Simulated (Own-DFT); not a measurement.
# Point defects and the pressure they add: C11b WSi2

Calculated, not measured: single-point runs of Own-DFT, a retired in-house plane-wave DFT program that no person has reviewed, on unrelaxed cells, without spin or spin-orbit coupling.

All runs used: PBE; PseudoDojo norm-conserving scalar-relativistic files; cutoff 50 hartree; 5 x 5 x 5 k mesh centred on Gamma; cold (Marzari-Vanderbilt) smearing of 0.2 eV.

Limits: forces on such cells failed a check on a denser k mesh; stress not checked against mesh or cutoff.

All runs share one cell, with vectors in Å (-2.148, -5.953, 3.409); (-6.444, 2.976, 1.136); (-2.553, -2.948, -6.757) and a volume of 403.2 Å³. The atoms are randomly displaced, by u rms on each axis. The defect's site can differ from row to row.

| cell | formula | u (Å) | P (GPa) |
|---|---|---|---|
| no defect | Si20W10 | 0.0177 | 4.45 |
| no defect | Si20W10 | 0.0202 | 4.56 |
| no defect | Si20W10 | 0.0438 | 5.29 |
| one Si on a W site | Si21W9 | 0.0275 | 6.23 |
| one Si on a W site | Si21W9 | 0.0329 | 6.56 |
| one Si on a W site | Si21W9 | 0.0534 | 7.57 |
| one W on a Si site | Si19W11 | 0.0279 | 9.68 |
| one W on a Si site | Si19W11 | 0.0283 | 9.83 |
| one W on a Si site | Si19W11 | 0.0489 | 11.60 |
| one W vacancy | Si20W9 | 0.0294 | ? |
| one W vacancy | Si20W9 | 0.0311 | 3.51 |
| one W vacancy | Si20W9 | 0.0460 | 4.85 |
| one W vacancy | Si20W9 | 0.0495 | 4.94 |
| one Si vacancy | Si19W10 | 0.0279 | 3.10 |
| one Si vacancy | Si19W10 | 0.0296 | 3.29 |
| one Si vacancy | Si19W10 | 0.0445 | 3.97 |

## Working it out

P = P0 + c u² + a shift for each defect gives P0 = 4.08 GPa, c = 775 ± 88 GPa/Å² and a scatter of 0.25 GPa. The shifts, and each times the cell's volume:

- one W on a Si site: 5.26 ± 0.21 GPa, 13.2 eV
- one Si on a W site: 1.49 ± 0.21 GPa, 3.7 eV
- one W vacancy: -1.08 ± 0.22 GPa, -2.7 eV
- one Si vacancy: -1.57 ± 0.21 GPa, -3.9 eV

Positive is outwards. The product with the volume (160.2 GPa Å³ to the eV) is nearly free of the cell's size; divided by the bulk modulus at the cell's pressure it gives the volume that the defect adds. The atoms around the defects weren't relaxed, which would change these numbers.

## The run left out

The question: what pressure belongs in the blank (one W vacancy, u = 0.0294 Å)?

The fit gives 3.67 ± 0.30 GPa. DFT gave 3.37 GPa.
